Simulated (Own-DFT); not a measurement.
# Shaking the atoms of zincblende GaP, 96 atoms (Ga48P48)

These are calculations, not measurements. They come from Own-DFT, an in-house plane-wave density functional program, since retired, whose code no person has reviewed. Each row is one single-point run on a periodic cell that was not relaxed, without spin or spin-orbit coupling.

Settings of every run: PBE; PseudoDojo norm-conserving scalar-relativistic files; cutoff 42 hartree; 2 x 3 x 3 k mesh centred on Gamma; Fermi-Dirac smearing of 0.1 eV.

Known limits, some of them of some rows only: some atoms lie very close together; forces on such cells moved up to 12 meV/angstrom on a denser k mesh; forces on such cells passed a denser k mesh, each cell not checked; stress not checked against mesh or cutoff.

Cell vectors in Å: (16.352, 0.000, 0.000); (0.000, 10.901, 0.000); (0.000, 0.000, 10.901). In each run every atom was moved at random and independently from its ideal site; u is the rms move along one axis. E is the free energy for each atom above the fitted value at u = 0, and F the rms of the force components.

| run | u (Å) | E (meV/atom) | F (eV/Å) | largest force (eV/Å) | P (GPa) |
|---|---|---|---|---|---|
| 1 | 0.0190 | 6.0 | 0.258 | 0.95 | 2.70 |
| 2 | 0.0203 | 7.0 | 0.277 | 0.92 | 2.72 |
| 3 | 0.0470 | ? | ? | ? | ? |
| 4 | 0.0486 | 42.4 | 0.701 | 2.28 | 3.24 |
| 5 | 0.0537 | 53.0 | 0.781 | 3.21 | 3.38 |
| 6 | 0.0928 | 135.2 | 1.264 | 4.94 | 4.58 |
| 7 | 0.0973 | 163.5 | 1.418 | 6.36 | 4.98 |
| 8 | 0.1488 | 341.8 | 2.327 | 10.85 | 7.37 |
| 9 | 0.2105 | 754.7 | 3.976 | 18.21 | 13.54 |

## Worked fit

For small independent moves the energy grows as E = (3/2) K u², with K the mean stiffness felt by one atom. The runs with u up to 0.11 Å give K = 11.4 ± 0.4 eV/Å², with residuals divided by u² + 0.0006 Å², since the noise grows with the moves. The scatter is 2.8 meV/atom at u = 0.05 Å. The forces follow F = G u with G = 14.1 eV/Å²; no force at u = 0 is resolved. G exceeds K because the moves of its neighbours add to the force on an atom, and stiffness differs between atoms. At u = 0.211 Å the parabola gives 761 meV/atom and the run 755. The pressure follows P = 2.64 + 238 u² GPa: at fixed volume, shortened bonds push harder than stretched ones pull.

## Withheld run

Question: what energy and rms force should run 3 give?

The fit gives 38 ± 3 meV/atom and about 0.66 eV/Å. The calculation gave 36.5 meV/atom and 0.651 eV/Å.
